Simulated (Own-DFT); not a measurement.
## Calculated data, SiC (3C silicon carbide, strained, atoms displaced)

A calculation, not a measurement: plane-wave PBE density functional theory by an unreviewed code, no spin, of a simulated periodic cell, stress positive in tension, free energy of the whole cell less one offset for each atom, forces on such cells passed a denser k mesh, this cell's mesh not checked; offsets are fitted by least squares, one for each functional and potential file, so energies compare only between cells with the same atoms and settings and are not formation energies; the far tail of each file's local potential was reset to the Coulomb form; each entry is a single point on an unrelaxed cell, so the pressure reflects the starting lattice, mostly measured values (interpolated for alloys), from which strain is counted, and rises with the displacements; printed positions are rounded, which can move forces by about a meV/angstrom; the program, named Own-DFT, is a retired in-house code; no spin-orbit coupling. Program: Own-DFT development build.

Settings shared by all entries: functional PBE; potential files PseudoDojo norm-conserving, scalar-relativistic, standard set; wave cutoff 42 hartree; occupations Fermi-Dirac; smearing width 0.1 eV; hardware one NVIDIA H100; k mesh 4 x 4 x 4 centred on Gamma.

(1) 
```cif
# cell vector a (Å): 8.7430 0.0460 -0.1111
# cell vector b (Å): 0.0460 8.7818 0.1694
# cell vector c (Å): -0.1111 0.1694 8.5694
data_SiC
_symmetry_space_group_name_H-M 'P 1'
_symmetry_Int_Tables_number 1
_cell_length_a 8.7438
_cell_length_b 8.7836
_cell_length_c 8.5718
_cell_angle_alpha 87.767
_cell_angle_beta 91.465
_cell_angle_gamma 89.413
_cell_volume 657.57
loop_
_atom_site_label
_atom_site_type_symbol
_atom_site_fract_x
_atom_site_fract_y
_atom_site_fract_z
_atom_site_occupancy
Si1 Si 0.00545 0.00664 0.99056 1
Si2 Si 0.00732 0.25058 0.24260 1
Si3 Si 0.25856 0.99504 0.26990 1
Si4 Si 0.26061 0.26075 0.99489 1
C1 C 0.13134 0.13611 0.11594 1
C2 C 0.13737 0.37019 0.37841 1
C3 C 0.38215 0.12615 0.37281 1
C4 C 0.37552 0.37851 0.12333 1
Si5 Si 0.99762 0.00995 0.50092 1
Si6 Si 0.00603 0.24166 0.76066 1
Si7 Si 0.24696 0.00069 0.75370 1
Si8 Si 0.25539 0.25200 0.49025 1
C5 C 0.12394 0.11733 0.62275 1
C6 C 0.12095 0.37156 0.88052 1
C7 C 0.36854 0.12613 0.87287 1
C8 C 0.37287 0.37854 0.62698 1
Si9 Si 0.99690 0.49661 0.98922 1
Si10 Si 0.99302 0.75446 0.23773 1
Si11 Si 0.24864 0.51021 0.24632 1
Si12 Si 0.26311 0.73630 0.98338 1
C9 C 0.11784 0.62472 0.12814 1
C10 C 0.12489 0.88292 0.37834 1
C11 C 0.36732 0.62077 0.36598 1
C12 C 0.38374 0.87669 0.13663 1
Si13 Si 0.98670 0.50124 0.49310 1
Si14 Si 0.01015 0.74686 0.75227 1
Si15 Si 0.25074 0.50554 0.74920 1
Si16 Si 0.25651 0.74776 0.49887 1
C13 C 0.11955 0.62794 0.62304 1
C14 C 0.12972 0.87080 0.86522 1
C15 C 0.37882 0.63431 0.87485 1
C16 C 0.37215 0.87952 0.62111 1
Si17 Si 0.49010 0.99681 0.99904 1
Si18 Si 0.50694 0.25179 0.25320 1
Si19 Si 0.74126 0.00286 0.24169 1
Si20 Si 0.74870 0.24291 0.99210 1
C17 C 0.61828 0.13010 0.13494 1
C18 C 0.61738 0.36773 0.37949 1
C19 C 0.87711 0.13531 0.37048 1
C20 C 0.88629 0.36902 0.12660 1
Si21 Si 0.49501 0.00218 0.50111 1
Si22 Si 0.50508 0.25248 0.75692 1
Si23 Si 0.74768 0.00019 0.74171 1
Si24 Si 0.74285 0.25572 0.48942 1
C21 C 0.62984 0.12998 0.61971 1
C22 C 0.62725 0.37254 0.88465 1
C23 C 0.87211 0.13365 0.87386 1
C24 C 0.88027 0.37009 0.62864 1
Si25 Si 0.50621 0.49800 0.99889 1
Si26 Si 0.49869 0.75093 0.23361 1
Si27 Si 0.74416 0.49359 0.23966 1
Si28 Si 0.75649 0.74478 0.99541 1
C25 C 0.62755 0.62119 0.12035 1
C26 C 0.61854 0.86164 0.37589 1
C27 C 0.87048 0.61581 0.37544 1
C28 C 0.86570 0.88507 0.13417 1
Si29 Si 0.49977 0.50242 0.49664 1
Si30 Si 0.49689 0.74520 0.75071 1
Si31 Si 0.74752 0.50295 0.74861 1
Si32 Si 0.75555 0.75169 0.49983 1
C29 C 0.61585 0.62004 0.63151 1
C30 C 0.62725 0.88471 0.87601 1
C31 C 0.87317 0.62951 0.87259 1
C32 C 0.87669 0.86819 0.61922 1
_calc_free_energy_of_cell_above_offsets '-2.373'  # eV
_calc_pressure 8.17  # GPa
_calc_stress_xx -7.37  # GPa
_calc_stress_yy -5.94  # GPa
_calc_stress_zz -11.19  # GPa
_calc_stress_yz 10.55  # GPa
_calc_stress_xz -7.95  # GPa
_calc_stress_xy 5.61  # GPa
_calc_wall_time 379.9  # s
```

Force:
```tsv
element	x (eV/Å)	y (eV/Å)	z (eV/Å)
Si	0.036	-0.707	2.073
Si	1.384	-0.828	1.802
Si	-1.087	1.296	-3.745
Si	-1.064	-1.664	1.363
C	0.605	-2.146	0.841
C	-3.201	2.592	-2.479
C	-0.784	0.868	0.389
C	0.778	0.943	0.207
Si	-0.289	-1.766	-0.848
Si	-0.011	1.424	-2.824
Si	1.007	-0.176	-1.853
Si	0.765	-1.558	3.144
C	0.524	2.201	0.856
C	1.246	1.682	-1.714
C	1.039	0.328	-0.036
C	0.664	-0.259	0.092
Si	0.364	0.108	2.368
Si	1.229	-0.258	2.772
Si	-0.526	-3.173	0.316
Si	-4.149	3.994	5.236
C	0.172	0.744	-2.916
C	-0.897	-1.605	-0.078
C	2.181	1.827	0.986
C	-3.586	1.323	-3.672
Si	3.939	-2.515	2.344
Si	-1.848	0.411	-1.53
Si	-0.82	-1.276	-0.487
Si	-1.634	0.471	-0.272
C	0.945	-0.661	-0.461
C	-0.319	0.304	2.227
C	1.374	-4.345	-1.596
C	0.288	-0.836	1.296
Si	1.576	1.125	0.723
Si	-2.248	-0.055	-0.859
Si	0.858	-0.435	3.404
Si	0.85	0.457	3.49
C	0.001	-0.183	-3.427
C	-0.371	3.718	-1.893
C	-1.186	-0.872	-0.283
C	-3.341	1.796	-2.129
Si	2.156	-0.996	0.181
Si	-0.7	-0.523	-1.553
Si	1.193	-0.193	0.468
Si	3.721	-1.855	2.715
C	-1.543	-0.224	0.291
C	-0.521	1.185	-1.901
C	-0.12	-2.786	-0.746
C	-1.492	0.836	-0.408
Si	-0.764	-0.09	0.482
Si	2.374	-2.952	4.139
Si	1.88	-0.824	1.877
Si	-1.099	2.155	1.003
C	-0.656	0.995	-0.927
C	0.351	2.077	-0.552
C	-1.717	2.508	-2.597
C	1.198	-1.058	-3.492
Si	-0.843	-0.557	0.366
Si	1.572	2.758	-1.188
Si	1.126	-1.607	0.257
Si	-1.314	-1.541	-0.275
C	0.81	1.083	-1.423
C	-0.831	-1.732	-0.19
C	0.501	-0.636	-0.636
C	0.252	1.685	1.283
```

(2) 
```cif
# cell vector a (Å): 8.7378 -0.1370 0.0127
# cell vector b (Å): -0.1370 8.6986 -0.1664
# cell vector c (Å): 0.0127 -0.1664 8.6402
data_SiC
_symmetry_space_group_name_H-M 'P 1'
_symmetry_Int_Tables_number 1
_cell_length_a 8.7389
_cell_length_b 8.7013
_cell_length_c 8.6418
_cell_angle_alpha 92.200
_cell_angle_beta 89.815
_cell_angle_gamma 91.802
_cell_volume 656.31
loop_
_atom_site_label
_atom_site_type_symbol
_atom_site_fract_x
_atom_site_fract_y
_atom_site_fract_z
_atom_site_occupancy
Si1 Si 0.99504 0.00478 0.00456 1
Si2 Si 0.99674 0.25821 0.23810 1
Si3 Si 0.25757 0.98908 0.24998 1
Si4 Si 0.24482 0.24186 0.99482 1
C1 C 0.12807 0.13240 0.13140 1
C2 C 0.12763 0.37342 0.38032 1
C3 C 0.37298 0.12390 0.36939 1
C4 C 0.38345 0.37824 0.11829 1
Si5 Si 0.99475 0.99558 0.49267 1
Si6 Si 0.00694 0.25530 0.74107 1
Si7 Si 0.25318 0.00043 0.75468 1
Si8 Si 0.24231 0.25078 0.49405 1
C5 C 0.12481 0.12769 0.61504 1
C6 C 0.12242 0.37480 0.88377 1
C7 C 0.36985 0.11656 0.86657 1
C8 C 0.37337 0.37959 0.61946 1
Si9 Si 0.99886 0.50459 0.99687 1
Si10 Si 0.00206 0.74158 0.24653 1
Si11 Si 0.24151 0.49416 0.25166 1
Si12 Si 0.25166 0.74030 0.00308 1
C9 C 0.11602 0.62415 0.12833 1
C10 C 0.11775 0.88321 0.36595 1
C11 C 0.38365 0.61679 0.37288 1
C12 C 0.37814 0.87456 0.12350 1
Si13 Si 0.99145 0.48980 0.50492 1
Si14 Si 0.00636 0.75953 0.75534 1
Si15 Si 0.24691 0.49578 0.76043 1
Si16 Si 0.25850 0.75149 0.48595 1
C13 C 0.12721 0.61344 0.62237 1
C14 C 0.12988 0.87429 0.87576 1
C15 C 0.38307 0.62912 0.86553 1
C16 C 0.36776 0.87249 0.62890 1
Si17 Si 0.49839 0.00166 0.00288 1
Si18 Si 0.51049 0.25327 0.24186 1
Si19 Si 0.74701 0.00301 0.24766 1
Si20 Si 0.74551 0.23641 0.99861 1
C17 C 0.61584 0.14038 0.12502 1
C18 C 0.63179 0.37836 0.37566 1
C19 C 0.87318 0.12673 0.36725 1
C20 C 0.87317 0.37738 0.12547 1
Si21 Si 0.50187 0.00807 0.51029 1
Si22 Si 0.49825 0.25236 0.74356 1
Si23 Si 0.75070 0.00180 0.76808 1
Si24 Si 0.74941 0.25249 0.49403 1
C21 C 0.62679 0.13095 0.63242 1
C22 C 0.62484 0.37833 0.88024 1
C23 C 0.86420 0.12198 0.88062 1
C24 C 0.88182 0.37041 0.63020 1
Si25 Si 0.50704 0.49895 0.00156 1
Si26 Si 0.50108 0.75815 0.25903 1
Si27 Si 0.74095 0.49478 0.25157 1
Si28 Si 0.73967 0.74518 0.98558 1
C25 C 0.62572 0.61371 0.11690 1
C26 C 0.63236 0.88774 0.37480 1
C27 C 0.87287 0.62062 0.37626 1
C28 C 0.87860 0.87170 0.13289 1
Si29 Si 0.49897 0.50116 0.49958 1
Si30 Si 0.49600 0.74398 0.74062 1
Si31 Si 0.75043 0.50834 0.74899 1
Si32 Si 0.75090 0.74977 0.49902 1
C29 C 0.63190 0.62151 0.62736 1
C30 C 0.64083 0.87528 0.87831 1
C31 C 0.88248 0.62886 0.88210 1
C32 C 0.88020 0.88356 0.63001 1
_calc_free_energy_of_cell_above_offsets '-2.956'  # eV
_calc_pressure 8.26  # GPa
_calc_stress_xx -6.63  # GPa
_calc_stress_yy -8.49  # GPa
_calc_stress_zz -9.67  # GPa
_calc_stress_yz -9.66  # GPa
_calc_stress_xz 1.71  # GPa
_calc_stress_xy -8.03  # GPa
_calc_wall_time 368.3  # s
```

Force:
```tsv
element	x (eV/Å)	y (eV/Å)	z (eV/Å)
Si	0.824	-1.028	0.266
Si	0.435	-0.843	2.087
Si	-1.794	2.6	-0.463
Si	1.355	1.22	1.068
C	-0.004	-1.632	-1.141
C	-1.819	0.433	-1.363
C	1.526	0.7	1.046
C	-2.132	-1.002	0.838
Si	-0.054	1.822	0.474
Si	-1.067	-1.563	1.564
Si	-2.938	-1.693	-2.745
Si	2.005	-0.394	-0.069
C	-0.044	-1.056	1.627
C	0.573	-0.43	-0.888
C	2.714	2.626	2.397
C	-0.169	-1.106	1.058
Si	-1.379	-1.308	0.862
Si	-2.417	1.865	1.509
Si	1.703	0.126	-0.89
Si	0.032	1.182	-1.064
C	3.174	-1.094	-0.712
C	1.871	-2.558	0.583
C	-0.849	1.732	-0.502
C	0.262	-1.152	0.362
Si	1.696	1.931	-1.138
Si	-0.726	-2.192	-2.098
Si	0.585	0.769	-2.433
Si	-2.366	-0.976	1.794
C	-0.165	2.015	0.61
C	0.352	1.163	1.868
C	-1.258	-1.552	2.726
C	1.989	0.341	-1.137
Si	0.174	-0.196	-1.201
Si	-4.381	1.986	3.056
Si	0.922	0.063	-0.989
Si	0.234	4.423	0.14
C	2.513	-4.877	-1.534
C	-1.858	-1.026	1.03
C	0.373	0.743	0.632
C	-0.412	-0.238	-1
Si	-0.889	-0.608	-1.462
Si	-0.381	0.946	1.076
Si	-0.235	-0.516	-5.1
Si	0.643	-0.781	1.234
C	0.897	-0.587	-0.293
C	0.814	-1.187	-1.727
C	4.294	1.39	0.402
C	-2.464	0.432	-0.297
Si	-2.422	-0.359	-1.898
Si	0.88	-1.599	-2.008
Si	2.192	1.718	-1.62
Si	2.893	-0.638	4.13
C	0.995	3.544	2.723
C	-1.529	-1.69	1.619
C	0.278	0.009	0.031
C	-1.497	0.116	-1.599
Si	0.604	-0.823	0.149
Si	1.242	1.83	0.513
Si	1.134	-2.175	1.289
Si	0.841	0.907	0.308
C	-1.085	1.176	-1.14
C	-4.914	0.007	-0.526
C	-0.75	0.181	-2.076
C	-1.022	-1.119	0.043
```

(3) 
```cif
# cell vector a (Å): 8.7950 -0.0396 -0.0843
# cell vector b (Å): -0.0396 8.6043 -0.0212
# cell vector c (Å): -0.0843 -0.0212 8.8872
data_SiC
_symmetry_space_group_name_H-M 'P 1'
_symmetry_Int_Tables_number 1
_cell_length_a 8.7955
_cell_length_b 8.6044
_cell_length_c 8.8876
_cell_angle_alpha 90.275
_cell_angle_beta 91.092
_cell_angle_gamma 90.520
_cell_volume 672.46
loop_
_atom_site_label
_atom_site_type_symbol
_atom_site_fract_x
_atom_site_fract_y
_atom_site_fract_z
_atom_site_occupancy
Si1 Si 0.99460 0.99757 0.00849 1
Si2 Si 0.00003 0.25166 0.25737 1
Si3 Si 0.25347 0.99887 0.25119 1
Si4 Si 0.24017 0.24017 0.99374 1
C1 C 0.12644 0.12681 0.12739 1
C2 C 0.12046 0.36771 0.36527 1
C3 C 0.37225 0.11561 0.38590 1
C4 C 0.36611 0.37459 0.13532 1
Si5 Si 0.99930 0.99423 0.49816 1
Si6 Si 0.99673 0.23506 0.75356 1
Si7 Si 0.24179 0.00301 0.75627 1
Si8 Si 0.25019 0.24763 0.49588 1
C5 C 0.12290 0.11787 0.62512 1
C6 C 0.11695 0.37496 0.86789 1
C7 C 0.37486 0.11571 0.87219 1
C8 C 0.38178 0.37542 0.62636 1
Si9 Si 0.99635 0.50696 0.99906 1
Si10 Si 0.98840 0.75374 0.24760 1
Si11 Si 0.25536 0.49788 0.24922 1
Si12 Si 0.25072 0.74512 0.00407 1
C9 C 0.12297 0.61791 0.12708 1
C10 C 0.12493 0.86439 0.36930 1
C11 C 0.36972 0.62456 0.36594 1
C12 C 0.37541 0.87194 0.12013 1
Si13 Si 0.00002 0.49799 0.50195 1
Si14 Si 0.00751 0.75531 0.75528 1
Si15 Si 0.24951 0.50526 0.75555 1
Si16 Si 0.25374 0.75367 0.49397 1
C13 C 0.12982 0.62834 0.63184 1
C14 C 0.11922 0.87262 0.87744 1
C15 C 0.37712 0.62670 0.87461 1
C16 C 0.37220 0.87813 0.61460 1
Si17 Si 0.50575 0.00626 0.00461 1
Si18 Si 0.48654 0.25436 0.25082 1
Si19 Si 0.74707 0.00551 0.23610 1
Si20 Si 0.76050 0.25630 0.98550 1
C17 C 0.62649 0.12428 0.12083 1
C18 C 0.63102 0.37067 0.36668 1
C19 C 0.87582 0.12995 0.37812 1
C20 C 0.87846 0.37852 0.13563 1
Si21 Si 0.49608 0.98733 0.49039 1
Si22 Si 0.49272 0.23970 0.74547 1
Si23 Si 0.75193 0.99460 0.75482 1
Si24 Si 0.75066 0.26238 0.49261 1
C21 C 0.63257 0.12286 0.62314 1
C22 C 0.62280 0.35623 0.88083 1
C23 C 0.87825 0.12299 0.87970 1
C24 C 0.86854 0.37150 0.63268 1
Si25 Si 0.49294 0.50244 0.98396 1
Si26 Si 0.48308 0.75132 0.24749 1
Si27 Si 0.74306 0.49894 0.24382 1
Si28 Si 0.75613 0.74929 0.00194 1
C25 C 0.62528 0.60986 0.12508 1
C26 C 0.62030 0.88373 0.36813 1
C27 C 0.88056 0.62799 0.38026 1
C28 C 0.87301 0.86066 0.11986 1
Si29 Si 0.49547 0.49242 0.50097 1
Si30 Si 0.50145 0.74488 0.74601 1
Si31 Si 0.74510 0.50258 0.75071 1
Si32 Si 0.75364 0.74175 0.49328 1
C29 C 0.63066 0.62022 0.62860 1
C30 C 0.63271 0.86808 0.88142 1
C31 C 0.87664 0.61923 0.87692 1
C32 C 0.89101 0.87950 0.63517 1
_calc_free_energy_of_cell_above_offsets '-4.257'  # eV
_calc_pressure 2.57  # GPa
_calc_stress_xx -2.18  # GPa
_calc_stress_yy -6.57  # GPa
_calc_stress_zz 1.04  # GPa
_calc_stress_yz -0.2  # GPa
_calc_stress_xz -6.7  # GPa
_calc_stress_xy -1.31  # GPa
_calc_wall_time 365.1  # s
```

Force:
```tsv
element	x (eV/Å)	y (eV/Å)	z (eV/Å)
Si	1.202	-0.164	-0.641
Si	-1.178	-1.49	-2.301
Si	-1.108	-0.51	-0.474
Si	0.948	1.8	0.668
C	-0.952	-1.171	0.363
C	2.524	2.435	3.347
C	-0.002	1.662	-2.234
C	0.577	-0.573	-3.687
Si	0.271	0.466	-0.226
Si	0.272	2.023	-1.63
Si	0.675	-1.837	-1.472
Si	-0.884	0.025	1.264
C	0.326	1.242	-0.216
C	1.034	-0.349	1.076
C	-0.327	1.053	0.937
C	-2.108	-0.323	0.082
Si	0.733	-2.386	0.867
Si	2.642	-2.234	0.838
Si	-3.173	-0.144	-0.1
Si	-1.131	0.425	-0.459
C	0.457	1.499	-0.152
C	-0.458	1.978	-0.039
C	0.818	-0.146	2.553
C	-0.428	1.504	0.155
Si	0.529	-0.23	0.831
Si	-1.357	-2.265	-1.019
Si	-0.439	-1.463	-1.296
Si	-1.34	-1.637	0.717
C	-0.06	-0.115	-1.359
C	1.798	1.052	1.835
C	-0.927	0.777	-0.66
C	0.401	-0.918	2.343
Si	-0.691	-2.148	-1.494
Si	2.353	-1.706	0.215
Si	0.559	-0.785	2.47
Si	-0.286	-0.957	4.044
C	-0.18	2.114	0.014
C	-2.466	1.095	0.72
C	-0.096	-1.266	-0.96
C	-0.336	-0.335	-2.289
Si	1.903	2.273	2.45
Si	2.193	-0.21	0.016
Si	0.02	0.452	-1.104
Si	0.048	-2.838	1.84
C	-1.353	-0.442	-0.353
C	-1.792	3.405	-2.535
C	-0.241	-0.88	0.124
C	1.059	0.617	-0.867
Si	2.219	-2.612	3.664
Si	3.729	-0.872	-0.285
Si	1.802	-0.58	1.314
Si	-2.207	-3.044	-1.122
C	-1.719	3.131	-1.684
C	1.103	-2.537	-0.699
C	-1.079	-1.074	-1.425
C	0.24	3.794	1.446
Si	1.643	1.193	-1.139
Si	0.167	1.543	-0.014
Si	1.176	-2.096	1.043
Si	-0.611	2.217	1.61
C	-1.631	0.899	-1.717
C	-1.461	0.884	-0.994
C	-0.733	1.721	-0.814
C	-2.67	-0.941	-1.388
```

(4) 
```cif
# cell vector a (Å): 8.6686 0.1522 -0.1242
# cell vector b (Å): 0.1522 8.7416 -0.1218
# cell vector c (Å): -0.1242 -0.1218 8.6128
data_SiC
_symmetry_space_group_name_H-M 'P 1'
_symmetry_Int_Tables_number 1
_cell_length_a 8.6708
_cell_length_b 8.7438
_cell_length_c 8.6146
_cell_angle_alpha 91.622
_cell_angle_beta 91.661
_cell_angle_gamma 87.986
_cell_volume 652.20
loop_
_atom_site_label
_atom_site_type_symbol
_atom_site_fract_x
_atom_site_fract_y
_atom_site_fract_z
_atom_site_occupancy
Si1 Si 0.98964 0.00201 0.00407 1
Si2 Si 0.99542 0.24606 0.24765 1
Si3 Si 0.24883 0.00712 0.24653 1
Si4 Si 0.25531 0.24804 0.00115 1
C1 C 0.13911 0.12504 0.12589 1
C2 C 0.12754 0.37096 0.38842 1
C3 C 0.38790 0.12912 0.37635 1
C4 C 0.37947 0.37480 0.12412 1
Si5 Si 0.99620 0.00104 0.50341 1
Si6 Si 0.99347 0.24599 0.74920 1
Si7 Si 0.24112 0.00308 0.75335 1
Si8 Si 0.25041 0.24821 0.49452 1
C5 C 0.11916 0.11979 0.62459 1
C6 C 0.12108 0.37670 0.88058 1
C7 C 0.36680 0.12658 0.87252 1
C8 C 0.37835 0.37931 0.62469 1
Si9 Si 0.00549 0.49711 0.99710 1
Si10 Si 0.99948 0.76043 0.25386 1
Si11 Si 0.24520 0.50595 0.25156 1
Si12 Si 0.24828 0.74206 0.99646 1
C9 C 0.11873 0.63625 0.12063 1
C10 C 0.12834 0.87190 0.37615 1
C11 C 0.37460 0.62850 0.38022 1
C12 C 0.36679 0.87156 0.11794 1
Si13 Si 0.99971 0.50185 0.49503 1
Si14 Si 0.00516 0.75628 0.75419 1
Si15 Si 0.25832 0.50181 0.75014 1
Si16 Si 0.25197 0.75825 0.50031 1
C13 C 0.11971 0.62964 0.63455 1
C14 C 0.11861 0.87192 0.87139 1
C15 C 0.36912 0.62289 0.87480 1
C16 C 0.37314 0.87541 0.61686 1
Si17 Si 0.49637 0.99962 0.99336 1
Si18 Si 0.50396 0.25096 0.23942 1
Si19 Si 0.75421 0.99596 0.24669 1
Si20 Si 0.75902 0.24922 0.00073 1
C17 C 0.62521 0.12043 0.11616 1
C18 C 0.63574 0.37859 0.37468 1
C19 C 0.87371 0.12585 0.36930 1
C20 C 0.87189 0.37645 0.11692 1
Si21 Si 0.50543 0.00270 0.49273 1
Si22 Si 0.50197 0.24132 0.74915 1
Si23 Si 0.75202 0.00068 0.75309 1
Si24 Si 0.74872 0.25778 0.49675 1
C21 C 0.63723 0.12907 0.62853 1
C22 C 0.62021 0.37677 0.87994 1
C23 C 0.87307 0.12395 0.86977 1
C24 C 0.87395 0.37894 0.62861 1
Si25 Si 0.49519 0.49546 0.00143 1
Si26 Si 0.49879 0.74215 0.24037 1
Si27 Si 0.75045 0.50556 0.24805 1
Si28 Si 0.74416 0.74700 0.00350 1
C25 C 0.62130 0.62414 0.12938 1
C26 C 0.63585 0.87278 0.38317 1
C27 C 0.87630 0.63052 0.36911 1
C28 C 0.87735 0.87188 0.12539 1
Si29 Si 0.49298 0.49744 0.50136 1
Si30 Si 0.49631 0.75521 0.75075 1
Si31 Si 0.75220 0.49903 0.74853 1
Si32 Si 0.75613 0.75438 0.50114 1
C29 C 0.62574 0.63081 0.61692 1
C30 C 0.61929 0.87473 0.87430 1
C31 C 0.86432 0.61787 0.87422 1
C32 C 0.88508 0.87099 0.62686 1
_calc_stress_yy ?
```

Question: Estimate the stress yy of SiC (3C silicon carbide, strained, atoms displaced) (entry 4).
Answer: -7.62 GPa

Question: Give the table of force values for SiC (3C silicon carbide, strained, atoms displaced) (entry 4).
Answer: 
Force:
```tsv
element	x (eV/Å)	y (eV/Å)	z (eV/Å)
Si	2.381	-0.755	-0.608
Si	1.113	0.964	0.406
Si	1.873	-2.741	2.018
Si	-1.411	1.249	-0.02
C	-3.578	1.361	-1.295
C	-1.343	1.199	-3.734
C	-1.606	0.304	-1.761
C	-1.455	0.781	0.222
Si	0.209	-0.872	-1.01
Si	1.146	1.131	0.167
Si	0.554	-1.588	-0.825
Si	1.142	-0.791	2.507
C	0.817	1.784	-0.266
C	2.079	-1.772	-1.865
C	1.529	-0.483	-0.664
C	-0.276	-1.895	-0.114
Si	-2.388	1.682	0.904
Si	0.446	-1.981	-0.236
Si	0.247	-0.472	0.189
Si	-1.216	1.687	0.296
C	0.603	-1.849	0.739
C	-0.62	2.6	-0.534
C	-0.324	-0.456	-1.608
C	1.516	0.707	0.589
Si	-0.203	0.626	2.163
Si	-2.438	-2.642	-0.283
Si	-2.833	-0.769	-0.433
Si	-0.995	-2.179	0.535
C	1.74	-1.051	-2.124
C	1.721	2.17	2.38
C	2.225	0.579	0.177
C	0.892	2.174	1.904
Si	-0.683	-0.315	0.969
Si	1.094	-0.196	2.015
Si	-1.626	0.344	0.799
Si	-2.911	-0.018	-0.968
C	0.686	0.291	0.462
C	-2.413	0.565	-1.43
C	0.221	-0.04	0.568
C	1.764	0.425	1.759
Si	0.644	-0.894	2.012
Si	-0.301	1.814	0.549
Si	-0.352	-1.67	-0.904
Si	1.196	-1.311	1.17
C	-1.355	-0.569	-1.38
C	1.07	-1.086	-1.116
C	0.786	0.394	1.332
C	0.708	-0.8	-1.618
Si	0.54	0.835	-0.198
Si	-1.111	2.335	3.036
Si	0.343	-0.985	0.491
Si	0.375	-0.448	-0.73
C	0.651	-0.598	-2.079
C	-1.607	1.056	-3.1
C	0.633	-0.287	0.129
C	-0.915	0.945	-0.938
Si	2.088	0.912	-0.372
Si	0.133	-1.423	-1.258
Si	-2.547	0.408	-0.068
Si	-0.146	-1.612	0.971
C	-0.182	-0.727	1.247
C	1.309	0.362	-0.036
C	2.111	1.984	1.096
C	-1.748	1.608	-0.226
```

Further results for SiC (3C silicon carbide, strained, atoms displaced) (entry 4):

| Property | Result |
| --- | --- |
| free energy of cell above offsets | -4.894 eV |
| pressure | 9.32 GPa |
| stress xx | -9.34 GPa |
| stress zz | -10.99 GPa |
| stress yz | -7.53 GPa |
| stress xz | -8.41 GPa |
| stress xy | 9.98 GPa |
| wall time | 337.6 s |
